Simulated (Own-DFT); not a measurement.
# Same atoms, different arrangement: As32Ga32, 64 atoms

These are calculations, not measurements. The program, named Own-DFT, is a retired in-house plane-wave density functional code that no person has reviewed. Each row is one single-point run on a periodic cell that was not relaxed, without spin or spin-orbit coupling.

Settings of every run: PBE; PseudoDojo norm-conserving scalar-relativistic files; cutoff 42 hartree; 3 x 3 x 3 k mesh centred on Gamma; Fermi-Dirac smearing of 0.1 eV.

Known limits, some of them of some rows only: not probed for a lower state with spin; forces on such cells failed a check on a denser k mesh; forces not confirmed at this smearing and k mesh; stress not checked against mesh or cutoff.

All cells hold the same atoms in the same cell, with vectors in Å (11.307, 0.000, 0.000); (0.000, 11.307, 0.000); (0.000, 0.000, 11.307). Every atom was moved at random from its ideal site; u is the rms move along one axis. The defect's site can differ from row to row. E is the free energy of the cell above the lowest run. The arrangements:

- A: zincblende GaAs
- B: zincblende GaAs, with one As on a Ga site and one Ga on an As site, 2.4 Å apart

| arrangement | u (Å) | E (eV) | P (GPa) |
|---|---|---|---|
| A | 0.0189 | 0.000 | 3.51 |
| A | 0.0202 | 0.047 | 3.52 |
| A | 0.0206 | 0.061 | 3.52 |
| A | 0.0467 | 1.647 | 3.81 |
| A | 0.0470 | 1.843 | 3.89 |
| A | 0.0487 | 1.992 | 3.95 |
| B | 0.0271 | 3.031 | 3.91 |
| B | 0.0319 | 3.258 | 3.96 |
| B | 0.0342 | 3.426 | 3.98 |
| B | 0.0488 | 4.688 | 4.25 |
| B | 0.0492 | 4.735 | 4.27 |
| B | 0.0500 | 4.387 | 4.23 |

Question: once the cost of the random moves is taken out, how do the arrangements rank?

## Worked answer

Fit E = a + b u², with one b for all and one a for each arrangement, and with residuals divided by u², since the noise grows with the moves. Then b = 950 eV/Å², the scatter at u = 0.04 Å is 0.08 eV, and against A:

- B: 2.66 ± 0.03 eV (higher)

These are energies of unrelaxed cells. Relaxing the atoms lowers the strained arrangements most, so the gaps would shrink and small ones could change sign.
